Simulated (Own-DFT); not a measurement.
# What random displacements cost in a stack of Si and Ge or SiGe layers, 96 atoms (Ge48Si48)

Calculated results; nothing here was measured. The program, named Own-DFT, is a retired in-house plane-wave density functional code that no person has reviewed. Each row is one single-point run on a periodic cell that was not relaxed, without spin or spin-orbit coupling.

Settings of every run: PBE; PseudoDojo norm-conserving scalar-relativistic files; cutoff 42 hartree; 3 x 3 x 2 k mesh centred on Gamma; Fermi-Dirac smearing of 0.1 eV.

Known limits: forces on such cells moved up to 12 meV/angstrom on a denser k mesh; stress not checked against mesh or cutoff.

Cell vectors in Å: (10.862, 0.000, 0.000); (0.000, 10.862, 0.000); (0.000, 0.000, 16.293). In each run every atom was moved at random and independently from its ideal site; u is the rms move along one axis. The random placing of the alloy's atoms differs from row to row. E is the free energy for each atom above the fitted value at u = 0, and F the rms of the force components.

| run | u (Å) | E (meV/atom) | F (eV/Å) | largest force (eV/Å) | P (GPa) |
|---|---|---|---|---|---|
| 1 | 0.0300 | 20.9 | 0.573 | 1.94 | 9.16 |
| 2 | 0.0313 | 19.4 | 0.582 | 1.91 | 9.14 |
| 3 | 0.0594 | ? | ? | ? | ? |
| 4 | 0.0602 | 80.3 | 1.160 | 4.33 | 9.92 |
| 5 | 0.0987 | 208.6 | 1.826 | 7.35 | 11.49 |
| 6 | 0.1067 | 245.6 | 2.183 | 9.00 | 12.07 |

## Worked fit

For small independent moves the energy grows as E = (3/2) K u², with K the mean stiffness felt by one atom. The runs with u up to 0.11 Å give K = 14.4 ± 0.5 eV/Å², with residuals divided by u² + 0.0006 Å², since the noise grows with the moves. The scatter is 2.8 meV/atom at u = 0.05 Å. The forces follow F = G u with G = 19.2 eV/Å²; no force at u = 0 is resolved. G exceeds K because the moves of its neighbours add to the force on an atom, and stiffness differs between atoms. The pressure follows P = 8.90 + 274 u² GPa: at fixed volume, shortened bonds push harder than stretched ones pull.

## Withheld run

Question: what energy and rms force should run 3 give?

The fit gives 76 ± 4 meV/atom and about 1.14 eV/Å. The calculation gave 72.8 meV/atom and 1.076 eV/Å.
